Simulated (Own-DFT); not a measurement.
# Stretching a layer in its plane: diamond-structure SiGeSn with randomly placed atoms, 64 atoms (Ge44Si16Sn4)

Source: density functional calculations with Own-DFT, an unreviewed in-house program that is no longer used. Nothing was measured or relaxed, and spin and spin-orbit coupling are left out.

Settings: PBE; PseudoDojo norm-conserving scalar-relativistic files; cutoff 49 hartree; 3 x 3 x 3 k mesh centred on Gamma; Fermi-Dirac smearing of 0.1 eV.

Keep in mind: forces on such cells moved up to 12 meV/angstrom on a denser k mesh; stress not checked against mesh or cutoff.

Unstrained cell vectors in Å: (11.306, 0.000, 0.000); (0.000, 11.306, 0.000); (0.000, 0.000, 11.306). The unstrained cell has measured lattice constants (interpolated for alloys), not those of this functional. That, the random moves and any unrelaxed bonds set the pressure at no strain. Each run strains x and y alike by e, as a substrate would, and holds the height along z. Each coordinate of each atom was shifted by a normal deviate of width 0.05 Å. The random placing of the alloy's atoms differs from row to row. Stress is positive in tension.

| e (%) | u (Å) | (s_xx + s_yy)/2 (GPa) | s_zz (GPa) |
|---|---|---|---|
| -2.75 | 0.046 | -10.12 | -8.15 |
| -2.50 | 0.044 | -9.48 | -7.45 |
| -2.00 | 0.050 | -8.30 | -6.90 |
| -1.25 | 0.050 | -6.87 | -5.92 |
| -0.50 | 0.050 | -5.10 | -4.84 |
| -0.25 | 0.053 | -4.99 | -4.74 |
| 1.25 | 0.051 | -2.36 | -3.09 |
| 1.50 | 0.044 | -1.52 | -2.56 |
| 1.75 | 0.051 | ? | ? |
| 2.25 | 0.049 | -0.59 | -2.02 |

## Working it out

With e as a fraction, the in-plane stress is -4.4 + 186 e - 792 e² GPa (errors 4 and 253, scatter 0.17), and s_zz is -4.3 + 117 e - 583 e² GPa (slope ± 3, scatter 0.14). At e = 0 the first slope is C11 + C12 and the second 2 C12, both with the ions held to the strained lattice and at the cell's own pressure. The term in e² is negative: the layer stiffens under compression and softens under tension. A free layer would change its height as e changes, and the in-plane slope would drop by 2 C12²/C11 to the biaxial modulus. At fixed height, a misfit of 1 % moves the in-plane stress by about 1.9 GPa and s_zz by 1.2 GPa.

## Check

The question: what are the two stresses at e = 1.75 %?

The fitted form gives -1.3 and -2.5 GPa. The run itself gave -1.40 and -2.63 GPa.
